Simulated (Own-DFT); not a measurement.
# Computed records: Si$_{4}$SnGe$_{11}$ (diamond-structure random alloy, atoms displaced)

Computed with Own-DFT development build. A calculation, not a measurement: plane-wave density functional theory by an unreviewed code, no spin, of a simulated periodic cell, stress positive in tension, run twice, with PBE and with PBEsol, both on files made for PBE, so the change isn't that of files made for PBEsol, forces on such cells moved up to 12 meV/angstrom on a denser k mesh; the far tail of each file's local potential was reset to the Coulomb form; each entry is a single point on an unrelaxed cell, so the pressure reflects the starting lattice, mostly measured values (interpolated for alloys), from which strain is counted, and rises with the displacements; printed positions are rounded, which can move forces by about a meV/angstrom; the program, named Own-DFT, is a retired in-house code; no spin-orbit coupling; stress was not checked against mesh or cutoff.

Entry: Si$_{4}$SnGe$_{11}$ (diamond-structure random alloy, atoms displaced)

```cif
# cell vector a (Å): 11.3064 0.0000 0.0000
# cell vector b (Å): 0.0000 11.3064 0.0000
# cell vector c (Å): 0.0000 0.0000 11.3064
data_Si4SnGe11
_symmetry_space_group_name_H-M 'P 1'
_symmetry_Int_Tables_number 1
_cell_length_a 11.3064
_cell_length_b 11.3064
_cell_length_c 11.3064
_cell_angle_alpha 90.000
_cell_angle_beta 90.000
_cell_angle_gamma 90.000
_cell_volume 1445.35
loop_
_atom_site_label
_atom_site_type_symbol
_atom_site_fract_x
_atom_site_fract_y
_atom_site_fract_z
_atom_site_occupancy
Ge1 Ge 0.99013 0.99628 0.98567 1
Ge2 Ge 0.99070 0.24752 0.24685 1
Ge3 Ge 0.24354 0.00341 0.25296 1
Ge4 Ge 0.24757 0.26800 0.99088 1
Ge5 Ge 0.11234 0.11782 0.12282 1
Ge6 Ge 0.12662 0.38001 0.37371 1
Si1 Si 0.37333 0.12752 0.38254 1
Ge7 Ge 0.37917 0.37637 0.10643 1
Ge8 Ge 0.99162 0.99044 0.48188 1
Si2 Si 0.99262 0.25048 0.73953 1
Si3 Si 0.23539 0.00169 0.74545 1
Ge9 Ge 0.25471 0.25570 0.50593 1
Ge10 Ge 0.12917 0.12876 0.63446 1
Ge11 Ge 0.12381 0.37340 0.87834 1
Ge12 Ge 0.37847 0.12867 0.88292 1
Si4 Si 0.38484 0.37619 0.62693 1
Ge13 Ge 0.98986 0.49446 0.00224 1
Ge14 Ge 0.99254 0.76074 0.24282 1
Si5 Si 0.24151 0.49956 0.24968 1
Si6 Si 0.23930 0.75455 0.00083 1
Ge15 Ge 0.13100 0.62553 0.13304 1
Ge16 Ge 0.12987 0.88759 0.37291 1
Ge17 Ge 0.38629 0.61530 0.37249 1
Ge18 Ge 0.36920 0.88102 0.12678 1
Ge19 Ge 0.99732 0.48696 0.49156 1
Si7 Si 0.99524 0.73382 0.75961 1
Ge20 Ge 0.24400 0.49550 0.75631 1
Ge21 Ge 0.24320 0.74157 0.50832 1
Ge22 Ge 0.11831 0.62740 0.62709 1
Si8 Si 0.12461 0.87894 0.87916 1
Sn1 Sn 0.38713 0.61685 0.88605 1
Ge23 Ge 0.37131 0.87108 0.61954 1
Ge24 Ge 0.50119 0.99756 0.00810 1
Ge25 Ge 0.50878 0.25868 0.24936 1
Sn2 Sn 0.75517 0.00616 0.25906 1
Ge26 Ge 0.75396 0.25677 0.00111 1
Si9 Si 0.62280 0.12288 0.13666 1
Ge27 Ge 0.62752 0.38520 0.37951 1
Ge28 Ge 0.87251 0.11945 0.38009 1
Ge29 Ge 0.88116 0.38114 0.12152 1
Si10 Si 0.50853 0.00244 0.49026 1
Ge30 Ge 0.49205 0.24497 0.75228 1
Ge31 Ge 0.74799 0.98749 0.74564 1
Si11 Si 0.74601 0.24198 0.49733 1
Ge32 Ge 0.63770 0.12603 0.63101 1
Sn3 Sn 0.61997 0.37111 0.87639 1
Ge33 Ge 0.86933 0.12330 0.86649 1
Ge34 Ge 0.86555 0.37528 0.62818 1
Ge35 Ge 0.50240 0.49426 0.00226 1
Ge36 Ge 0.50868 0.74553 0.23667 1
Si12 Si 0.74759 0.48791 0.26904 1
Si13 Si 0.75290 0.74494 0.99730 1
Ge37 Ge 0.62855 0.62297 0.10627 1
Ge38 Ge 0.61778 0.88571 0.38260 1
Sn4 Sn 0.88752 0.62940 0.37413 1
Ge39 Ge 0.87279 0.87077 0.12772 1
Si14 Si 0.50019 0.49698 0.48506 1
Si15 Si 0.50050 0.74900 0.75044 1
Ge40 Ge 0.73409 0.49409 0.75195 1
Ge41 Ge 0.74728 0.74644 0.49439 1
Si16 Si 0.63314 0.61471 0.62084 1
Ge42 Ge 0.62289 0.86255 0.87658 1
Ge43 Ge 0.86898 0.62149 0.87469 1
Ge44 Ge 0.87173 0.88134 0.61287 1
```

| Quantity | Value |
| --- | --- |
| functional | PBE, then PBEsol |
| potential files | PseudoDojo norm-conserving, scalar-relativistic, standard set |
| wave cutoff | 49 hartree |
| occupations | Fermi-Dirac |
| smearing width | 0.1 eV |
| k mesh | 3 x 3 x 3 centred on Gamma |
| PBE pressure | 5.25 GPa |
| PBE stress xx | -5.43 GPa |
| PBE stress yy | -5.27 GPa |
| PBE stress zz | -5.04 GPa |
| PBE stress yz | 1.83 GPa |
| PBE stress xz | 0.66 GPa |
| PBE stress xy | 0.71 GPa |
| PBEsol pressure | 2.56 GPa |
| PBEsol stress xx | -2.73 GPa |
| PBEsol stress yy | -2.58 GPa |
| PBEsol stress zz | -2.37 GPa |
| PBEsol stress yz | 1.76 GPa |
| PBEsol stress xz | 0.63 GPa |
| PBEsol stress xy | 0.68 GPa |
| rms change of force components from PBE to PBEsol | 0.058 eV/Å |

Force:
| force element | PBE force x (eV/Å) | PBE force y (eV/Å) | PBE force z (eV/Å) | PBEsol force x (eV/Å) | PBEsol force y (eV/Å) | PBEsol force z (eV/Å) |
| --- | --- | --- | --- | --- | --- | --- |
| Ge | 0.232 | -0.15 | 0.951 | 0.187 | -0.102 | 0.963 |
| Ge | 0.813 | 0.12 | 0.562 | 0.785 | 0.113 | 0.527 |
| Ge | 1.502 | 1.425 | -0.551 | 1.412 | 1.331 | -0.56 |
| Ge | 0.36 | -3.052 | 1.349 | 0.373 | -2.932 | 1.285 |
| Ge | 0.634 | 0.798 | -0.57 | 0.597 | 0.768 | -0.528 |
| Ge | 0.269 | -1.695 | -0.604 | 0.206 | -1.661 | -0.532 |
| Si | 0.579 | 0.136 | -0.789 | 0.522 | 0.174 | -0.803 |
| Ge | -1.03 | -0.22 | 3.249 | -0.965 | -0.218 | 3.099 |
| Ge | 1.354 | 1.178 | 2.254 | 1.28 | 1.128 | 2.161 |
| Si | 0.471 | -0.093 | 1.236 | 0.457 | -0.099 | 1.205 |
| Si | 2.016 | -1.091 | 1.456 | 2.002 | -1.026 | 1.369 |
| Ge | 0.171 | -0.098 | -0.019 | 0.101 | -0.103 | -0.015 |
| Ge | -1.484 | 0.327 | -1.788 | -1.424 | 0.355 | -1.787 |
| Ge | -2.448 | 0.404 | -1.715 | -2.314 | 0.422 | -1.625 |
| Ge | -1.469 | -1.095 | -0.448 | -1.391 | -1.01 | -0.424 |
| Si | -0.692 | 0.569 | -0.39 | -0.711 | 0.52 | -0.334 |
| Ge | 2.174 | 1.897 | -0.884 | 2.092 | 1.813 | -0.85 |
| Ge | 3.188 | -0.107 | 0.029 | 3.079 | -0.106 | 0.027 |
| Si | 2.078 | -0.298 | -0.156 | 2.026 | -0.287 | -0.153 |
| Si | 0.728 | 0.23 | 0.383 | 0.752 | 0.17 | 0.434 |
| Ge | -1.322 | 0.649 | -0.999 | -1.351 | 0.65 | -0.969 |
| Ge | -0.34 | -2.641 | 0.221 | -0.356 | -2.536 | 0.203 |
| Ge | -1.831 | 1.206 | -1.09 | -1.784 | 1.222 | -1.081 |
| Ge | -0.4 | -1.121 | 0.057 | -0.347 | -1.054 | 0.077 |
| Ge | 0.603 | 0.212 | 2.522 | 0.594 | 0.218 | 2.431 |
| Si | 0.571 | 2.424 | -0.812 | 0.535 | 2.33 | -0.818 |
| Ge | 0.584 | 0.156 | -1.461 | 0.538 | 0.159 | -1.377 |
| Ge | 0.855 | 0.529 | -1.628 | 0.824 | 0.523 | -1.552 |
| Ge | -0.593 | -1.613 | 0.465 | -0.521 | -1.588 | 0.411 |
| Si | -0.404 | -1.091 | -1.143 | -0.452 | -1.023 | -1.091 |
| Sn | -2.75 | 2.531 | -1.703 | -2.665 | 2.38 | -1.633 |
| Ge | 0.616 | 1.063 | 0.597 | 0.556 | 0.994 | 0.55 |
| Ge | 0.494 | 0.458 | -0.288 | 0.429 | 0.416 | -0.297 |
| Ge | -1.404 | -0.657 | 0.171 | -1.36 | -0.585 | 0.167 |
| Sn | -1.657 | -1.848 | -1.922 | -1.565 | -1.842 | -1.811 |
| Ge | 0.431 | -2.182 | 1.29 | 0.439 | -2.088 | 1.218 |
| Si | -0.19 | 1.292 | -1.873 | -0.19 | 1.276 | -1.83 |
| Ge | -0.372 | -2.688 | 0.679 | -0.399 | -2.668 | 0.634 |
| Ge | 1.588 | 3.545 | 1.359 | 1.581 | 3.383 | 1.282 |
| Ge | -2.192 | -1.1 | 2.204 | -2.089 | -1.096 | 2.098 |
| Si | -2.227 | 1.556 | 2.396 | -2.135 | 1.486 | 2.377 |
| Ge | 0.096 | -0.625 | -1.636 | 0.123 | -0.632 | -1.528 |
| Ge | 0.012 | 0.346 | 0.784 | 0.017 | 0.364 | 0.741 |
| Si | 0.364 | 1.051 | 0.371 | 0.354 | 1.022 | 0.364 |
| Ge | -1.678 | -0.292 | -0.638 | -1.62 | -0.308 | -0.556 |
| Sn | -0.36 | -1.405 | 0.082 | -0.34 | -1.35 | 0.085 |
| Ge | -0.087 | 0.651 | -0.281 | -0.102 | 0.594 | -0.237 |
| Ge | 0.044 | -0.535 | -0.89 | 0.033 | -0.462 | -0.866 |
| Ge | 1.26 | 0.105 | 1.98 | 1.206 | 0.099 | 1.915 |
| Ge | -0.58 | 0.746 | 0.804 | -0.575 | 0.722 | 0.773 |
| Si | 1.403 | 1.862 | -3.571 | 1.378 | 1.816 | -3.5 |
| Si | 0.231 | 0.635 | 0.007 | 0.217 | 0.619 | 0.004 |
| Ge | 0.864 | -0.734 | 2.182 | 0.754 | -0.727 | 2.123 |
| Ge | 0.563 | -3.063 | -1.225 | 0.632 | -3.024 | -1.24 |
| Sn | -1.366 | -0.595 | -0.428 | -1.3 | -0.539 | -0.385 |
| Ge | -0.678 | 0.491 | -2.401 | -0.607 | 0.496 | -2.278 |
| Si | 0.261 | 0.027 | 3.267 | 0.258 | 0.031 | 3.12 |
| Si | 0.551 | -0.288 | -1.586 | 0.518 | -0.258 | -1.527 |
| Ge | 2.292 | 1.752 | -1.354 | 2.263 | 1.656 | -1.278 |
| Ge | -1.111 | 0.815 | 1.274 | -1.035 | 0.835 | 1.209 |
| Si | -1.744 | 1.19 | -0.549 | -1.641 | 1.163 | -0.529 |
| Ge | 0.133 | 0.572 | 0.082 | 0.14 | 0.611 | 0.08 |
| Ge | -0.391 | -0.564 | 0.008 | -0.386 | -0.623 | 0.022 |
| Ge | 0.414 | -2.006 | 1.115 | 0.363 | -1.911 | 1.042 |
